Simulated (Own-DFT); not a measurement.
# Short bonds, stiff crystals?

Source: density functional calculations with Own-DFT, an unreviewed in-house program that is no longer used. Nothing was measured or relaxed, and spin and spin-orbit coupling are left out.

Caveats (not all hold for every row): forces on such cells moved up to 12 meV/angstrom on a denser k mesh; forces not confirmed at this smearing and k mesh; k mesh not checked against a denser one; forces on such cells passed a denser k mesh, each cell not checked; stress not checked against mesh or cutoff.

All runs are PBE with PseudoDojo norm-conserving files; cutoff and k mesh are each material's own. Every cell starts from measured lattice constants and was given uniform random strains and small random moves of its atoms. Each triple is the change of volume in per cent, the rms move u in Å and the pressure in GPa.

- wurtzite AlN (Al36N36), 10.45 Å³/atom unstrained: (-1.82, 0.053, 10.05); (-1.37, 0.049, 8.83); (-0.95, 0.047, 7.49); (0.93, 0.050, 3.73); (1.15, 0.051, 3.65); (1.63, 0.047, 2.22); (1.97, 0.051, 2.05)
- wurtzite GaN (Ga48N48), 11.42 Å³/atom unstrained: (-1.59, 0.051, 11.13); (-0.09, 0.051, 8.07); (0.09, 0.049, 7.88); (1.08, 0.048, 5.19); (1.72, 0.049, 3.88); (1.92, 0.049, 4.09); (3.06, 0.052, 1.95)
- diamond silicon (Si64), 20.02 Å³/atom unstrained: (-2.89, 0.053, 6.07); (-2.84, 0.045, 5.44); (-2.40, 0.052, 5.14); (-0.23, 0.054, 3.10); (2.71, 0.049, 0.29); (2.72, 0.048, 0.14); (2.79, 0.049, 0.09)
- zincblende GaP (Ga32P32), 20.24 Å³/atom unstrained: (-2.00, 0.050, 5.28); (-1.08, 0.050, 4.45); (-0.56, 0.047, 3.77); (-0.43, 0.053, 3.97); (-0.10, 0.046, 3.61); (0.46, 0.051, 2.84); (1.53, 0.050, 1.76)
- zincblende GaAs (As32Ga32), 22.58 Å³/atom unstrained: withheld
- grey tin (Sn64), 34.15 Å³/atom unstrained: (-2.92, 0.050, 5.33); (-2.01, 0.050, 4.88); (-1.05, 0.052, 4.38); (-0.18, 0.049, 3.75); (0.06, 0.053, 3.88); (1.38, 0.049, 2.94); (1.83, 0.050, 2.91)

## Analysis

Fit a line to each set against the fractional change of volume; B is minus its slope, and u is nearly the same within a set. To take it to zero pressure, assume that B rises by 4 GPa for each GPa: B0 = B - 4 x (mean pressure). The bond length of an ideal tetrahedral crystal with the unstrained volume v is d = (√3/4)(8 v)^(1/3). Cohen's empirical rule reads B0 = (1971 - 220 L) d^(-3.5) GPa, with L = 0 for group IV crystals and SiC and 1 for III-V compounds.

| material | L | d (Å) | B (GPa) | mean P (GPa) | B0 (GPa) | rule (GPa) |
|---|---|---|---|---|---|---|
| wurtzite AlN (Al36N36) | 1 | 1.893 | 211 ± 8 | 5.4 | 189 ± 8 | 188 |
| wurtzite GaN (Ga48N48) | 1 | 1.950 | 203 ± 9 | 6.0 | 179 ± 9 | 169 |
| diamond silicon (Si64) | 0 | 2.352 | 99 ± 3 | 2.9 | 87 ± 3 | 99 |
| zincblende GaP (Ga32P32) | 1 | 2.360 | 100 ± 5 | 3.7 | 85 ± 5 | 87 |
| zincblende GaAs (As32Ga32) | 1 | 2.448 | ? | ? | ? | 76 |
| grey tin (Sn64) | 0 | 2.810 | 53 ± 3 | 4.0 | 37 ± 3 | 53 |

A line through ln[B0/(1971 - 220 L)] against ln d has a slope of -4.4 ± 0.3 and a scatter of 8 %. Against the rule, B0 stands at 101 % for wurtzite AlN, 106 % for wurtzite GaN, 88 % for diamond silicon, 98 % for zincblende GaP, 70 % for grey tin. PBE tends to make silicon and heavier crystals too soft, and the rule itself is only a guide.

## Withheld run

Question: what B0 does the fitted trend give for zincblende GaAs (As32Ga32)?

The line gives 65 GPa. Its own runs give B = 79 ± 2 GPa at a mean pressure of 4.2 GPa, so B0 = 63 GPa.
